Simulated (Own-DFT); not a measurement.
# One host, several defects: 4H SiC

No measurement is shown. These are fixed-geometry runs of a retired plane-wave code named Own-DFT, which no person has reviewed; spin and spin-orbit coupling are neglected.

All runs used: PBE; PseudoDojo norm-conserving scalar-relativistic files; cutoff 42 hartree; 4 x 4 x 3 k mesh centred on Gamma; Fermi-Dirac smearing of 0.1 eV.

Known weak points (not all hold for every row): some atoms lie very close together; not probed for a lower state with spin; forces on such cells passed a denser k mesh, each cell not checked; stress not checked against mesh or cutoff.

All runs share one cell, with vectors in Å (9.248, 0.000, 0.000); (-4.624, 8.009, 0.000); (0.000, 0.000, 10.068) and a volume of 745.7 Å³. The atoms are randomly displaced, by u rms on each axis. The defect's site can differ from row to row.

```
cell,formula,u (Å),P (GPa)
no defect,C36Si36,0.0317,3.88
no defect,C36Si36,0.0321,3.96
no defect,C36Si36,0.0546,5.97
two N on a C site each,C34N2Si36,0.0290,2.56
two N on a C site each,C34N2Si36,0.0305,2.69
two N on a C site each,C34N2Si36,0.0490,3.85
two N on a C site each,C34N2Si36,0.0503,?
one Al on a Si site and one N on a C site,AlC35NSi35,0.0476,5.38
one Al on a Si site and one N on a C site,AlC35NSi35,0.0480,5.54
one Al on a Si site and one N on a C site,AlC35NSi35,0.0516,5.79
one Si on a C site,C35Si37,0.0494,11.80
one Si on a C site,C35Si37,0.0494,11.35
one Si on a C site,C35Si37,0.0528,12.61
two Al on a Si site each,Al2C36Si34,0.0285,5.80
two Al on a Si site each,Al2C36Si34,0.0446,6.52
two Al on a Si site each,Al2C36Si34,0.0527,7.43
```

## Worked fit

P = P0 + c u² + a shift for each defect gives P0 = 3.03 GPa, c = 939 ± 102 GPa/Å² and a scatter of 0.25 GPa. The shifts, and each times the cell's volume:

- one Si on a C site: 6.49 ± 0.23 GPa, 30.2 eV
- two Al on a Si site each: 1.81 ± 0.21 GPa, 8.4 eV (4.2 eV for each of its 2 sites)
- one Al on a Si site and one N on a C site: 0.27 ± 0.22 GPa, 1.3 eV (not resolved)
- two N on a C site each: -1.30 ± 0.21 GPa, -6.1 eV (-3.0 eV for each of its 2 sites)

Positive is outwards. The product with the volume (160.2 GPa Å³ to the eV) is nearly free of the cell's size; divided by the bulk modulus at the cell's pressure it gives the volume that the defect adds. The atoms around the defects weren't relaxed, which would change these numbers.

## Withheld run

Asked: what pressure belongs in the blank (two N on a C site each, u = 0.0503 Å)?

The fitted form gives 4.11 ± 0.31 GPa. Computed: 4.21 GPa.
